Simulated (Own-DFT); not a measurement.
# From a pressure shift to a lattice shift: diamond-structure SiGeSn with randomly placed atoms, 64 atoms (Ge48Si8Sn8)

Source: density functional calculations with Own-DFT, an unreviewed in-house program that is no longer used. Nothing was measured or relaxed, and spin and spin-orbit coupling are left out.

Known weak points: forces on such cells moved up to 12 meV/angstrom on a denser k mesh; stress not checked against mesh or cutoff.

Each geometry was run with PBE and with PBEsol, otherwise alike: PseudoDojo norm-conserving scalar-relativistic files made for PBE; cutoff 49 hartree; 3 x 3 x 3 k mesh centred on Gamma; Fermi-Dirac smearing of 0.1 eV. Unstrained cell vectors in Å: (11.467, 0.000, 0.000); (0.000, 11.467, 0.000); (0.000, 0.000, 11.467). Each has a uniform strain, of which the change of volume is shown, and random moves of rms u per axis. The random placing of the alloy's atoms differs from row to row.

```
run  volume change (%)   u (Å)  P with PBE (GPa)  P with PBEsol (GPa)
  1              -4.94  0.0523              9.38                 6.32
  2              -3.47  0.0479              7.84                 4.87
  3              -5.42  0.0501              9.86                 6.76
  4              -5.91  0.0503             10.26                 7.14
  5              -5.91  0.0525             10.50                 7.38
  6              -3.96  0.0487              8.59                 5.57
  7              -5.91  0.0505             10.42                 7.29
  8              -4.94  0.0491              9.72                 6.65
  9              -2.98  0.0482              7.48                 4.54
 10              -2.48  0.0518              7.06                 4.14
 11              -5.42  0.0479              9.93                    ?
```

Asked: by how much does PBEsol shrink this cell, and what belongs in the blank?

## Working it out

Write v for the change of volume as a fraction. Fitted to v and u², the PBE pressure has a slope of -99 ± 4 GPa in v, with the ions held to the strained lattice. The difference PBEsol less PBE is -2.77 + 6.1 v GPa (slope ± 0.2) and averages -3.05 GPa. Divided by the mean slope of the two, 96 GPa, that makes PBEsol's volume at a given pressure, near 8 GPa, about 3.2 % smaller, or 1.06 % in lengths. At one volume PBEsol's slope is the smaller by 6 GPa, but its pressure there is lower too. If stiffness rises by about 4 GPa for each GPa, PBEsol at equal pressure is stiffer by about 6 GPa. Files made for PBEsol would give a different shift.

For run 11 the line gives 6.83 GPa. The run itself gave 6.82 GPa.
